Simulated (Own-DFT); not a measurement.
# Same atoms, different arrangement: In48P48, 96 atoms

All numbers below are calculated, not measured. The program, named Own-DFT, is a retired in-house plane-wave density functional code that no person has reviewed. Each row is one single-point run on a periodic cell that was not relaxed, without spin or spin-orbit coupling.

Settings of every run: PBE; PseudoDojo norm-conserving scalar-relativistic files; cutoff 36 hartree; 2 x 3 x 3 k mesh centred on Gamma; Fermi-Dirac smearing of 0.1 eV.

Known limits, some of them of some rows only: not probed for a lower state with spin; forces on such cells failed a check on a denser k mesh; forces not confirmed at this smearing and k mesh; stress not checked against mesh or cutoff.

All cells hold the same atoms in the same cell, with vectors in Å (17.606, 0.000, 0.000); (0.000, 11.737, 0.000); (0.000, 0.000, 11.737). Every atom was moved at random from its ideal site; u is the rms move along one axis. The defect's site can differ from row to row. E is the free energy of the cell above the lowest run. The arrangements:

- A: zincblende InP
- B: zincblende InP, with one In on a P site and one P on an In site, 2.5 Å apart

```
arrangement   u (Å)  E (eV)  P (GPa)
          A  0.0182   0.000     3.19
          A  0.0196   0.084     3.21
          A  0.0199   0.128     3.22
          A  0.0452   2.510     3.50
          A  0.0486   2.547     3.49
          A  0.0499   3.073     3.60
          B  0.0282   4.445     3.48
          B  0.0296   4.888     3.54
          B  0.0317   4.895     3.55
          B  0.0501   6.771     3.78
          B  0.0512   7.219     3.84
          B  0.0514   7.689     3.93
```

Question: once the cost of the random moves is taken out, how do the arrangements rank?

## Worked answer

Fit E = a + b u², with one b for all and one a for each arrangement, and with residuals divided by u², since the noise grows with the moves. Then b = 1415 eV/Å², the scatter at u = 0.04 Å is 0.21 eV, and against A:

- B: 3.93 ± 0.08 eV (higher)

These are energies of unrelaxed cells. Relaxing the atoms lowers the strained arrangements most, so the gaps would shrink and small ones could change sign.
